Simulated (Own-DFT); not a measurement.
# How strain changes the stress of C40 NbSi2, 36 atoms (Nb12Si24)

These are calculations, not measurements. They come from Own-DFT, an in-house plane-wave density functional program, since retired, whose code no person has reviewed. Each row is one single-point run on a periodic cell that was not relaxed, without spin or spin-orbit coupling.

Settings of every run: PBEsol; PseudoDojo norm-conserving scalar-relativistic files, made for PBE; cutoff 42 hartree; 4 x 4 x 5 k mesh centred on Gamma; cold (Marzari-Vanderbilt) smearing of 0.2 eV.

Known limits: forces on such cells failed a check on a denser k mesh; stress not checked against mesh or cutoff.

Unstrained cell vectors in Å: (0.000, 8.324, 0.000); (-9.613, 0.000, 0.000); (0.000, 0.000, 6.586). The unstrained cell was taken from the Materials Project. The random moves and any unrelaxed bonds add to the pressure at no strain. Each run strains this cell uniformly, with the atoms carried along. Every atom was also moved at random, by a Gaussian of width 0.05 Å on each axis. Strain is the symmetric tensor, in per cent. Stress is positive in tension, and the pressure is minus a third of its trace.

```
run  e_xx (%)  e_yy (%)  e_zz (%)  e_yz (%)  e_xz (%)  e_xy (%)  s_xx (GPa)  s_yy (GPa)  s_zz (GPa)  s_yz (GPa)  s_xz (GPa)  s_xy (GPa)  P (GPa)  E (meV/atom)
  1     -1.95     -1.51     -1.69     -0.63     -0.40     -0.89       -9.83       -6.78      -11.48       -2.13       -0.87       -2.86     9.36          16.3
  2      0.29      1.09      0.12     -1.08     -1.76     -0.38        2.06        5.82        0.22       -3.57       -4.97       -2.55    -2.70          27.3
  3     -0.40     -1.51     -0.51     -0.27      1.89     -1.71       -2.94       -5.17       -4.01       -0.40        6.08       -5.41     4.04          20.2
  4      1.80     -1.52      1.50     -1.97     -0.25     -1.83        7.72       -2.64        6.05       -5.61       -1.00       -4.52    -3.71          28.5
  5     -1.43     -0.86      0.74      1.37      0.76     -0.04       -3.95       -1.70        0.60        5.06        2.63        0.09     1.68           7.7
  6      1.39     -0.03      0.38      1.43      1.20     -0.05        6.55        2.34        2.94        3.57        3.73       -0.15    -3.95           5.6
  7     -0.63      1.90     -1.86      0.26      1.98     -0.03       -1.47        6.40       -8.33        0.71        6.67       -0.42     1.13          19.2
  8      0.95     -0.49      1.25     -0.99     -1.02      0.98        5.27        0.97        5.20       -2.83       -2.79        3.12    -3.81          15.9
  9      0.28     -1.66     -0.70     -1.48     -1.63      0.08        0.76       -5.01       -5.25       -5.95       -5.53        0.31     3.17          13.1
 10     -0.07      0.05     -0.11      1.37     -0.36      1.02        1.70        1.14       -0.83        3.69       -1.12        3.20    -0.67           4.5
 11     -1.03      0.65      0.48      0.34      1.29      1.24       -0.72        3.17        1.61        0.74        3.68        3.52    -1.35           0.0
 12      0.87      1.98     -1.02      1.73      1.91     -0.94        4.20        7.96       -3.43        5.45        6.26       -2.40    -2.91          34.1
 13     -0.65      0.82      1.03     -0.77     -1.73     -0.39        0.34        4.59        4.59       -2.64       -4.82       -0.98    -3.17           8.8
 14      1.66      0.08     -1.38     -0.60      1.21     -1.97        5.69        1.75       -5.19       -1.37        3.20       -5.74    -0.75          16.5
 15      1.92     -0.51      1.16     -1.22     -0.81      0.92        7.70        1.86        5.57       -3.83       -1.69        2.33    -5.04          20.2
 16     -1.13      1.83      0.42      1.31     -0.29      0.50           ?           ?           ?           ?           ?           ?        ?             ?
```

E is the free energy for each atom above the lowest run shown.

## Worked fit

Each stress component was fitted by least squares to a constant and the strains of the runs shown, as fractions, with shears doubled. Shear strains stay in the fit of a normal stress only where such slopes are resolved. The slopes, in GPa:

```
stress,at no strain,per e_xx,per e_yy,per e_zz,scatter
s_xx,1.0,352 ± 17,84 ± 17,109 ± 19,0.74
s_yy,1.3,60 ± 7,366 ± 7,76 ± 8,0.32
s_zz,-0.7,80 ± 12,79 ± 11,458 ± 13,0.50
```

Each shear stress against twice its own strain: yz 149 ± 9, xz 153 ± 7, xy 143 ± 9 GPa. These are stiffnesses along x, y and z of the frame in which the cell vectors are given, which need not be the crystal's axes. The atoms are held to the strained lattice; where symmetry lets them move under strain, relaxing them would lower some slopes. The table should be nearly symmetric about its diagonal, and what it lacks of that shows the noise. A ninth of its sum, 185 ± 6 GPa, estimates the bulk modulus near the mean pressure of these runs, -0.6 GPa.

## Withheld run

Question: what normal stresses and pressure should run 16 give?

The fit gives s_xx = -1.0, s_yy = 7.6, s_zz = 1.8 and P = -2.8 GPa. The calculation gave -0.77, 7.31, 2.63 and P = -3.06 GPa.
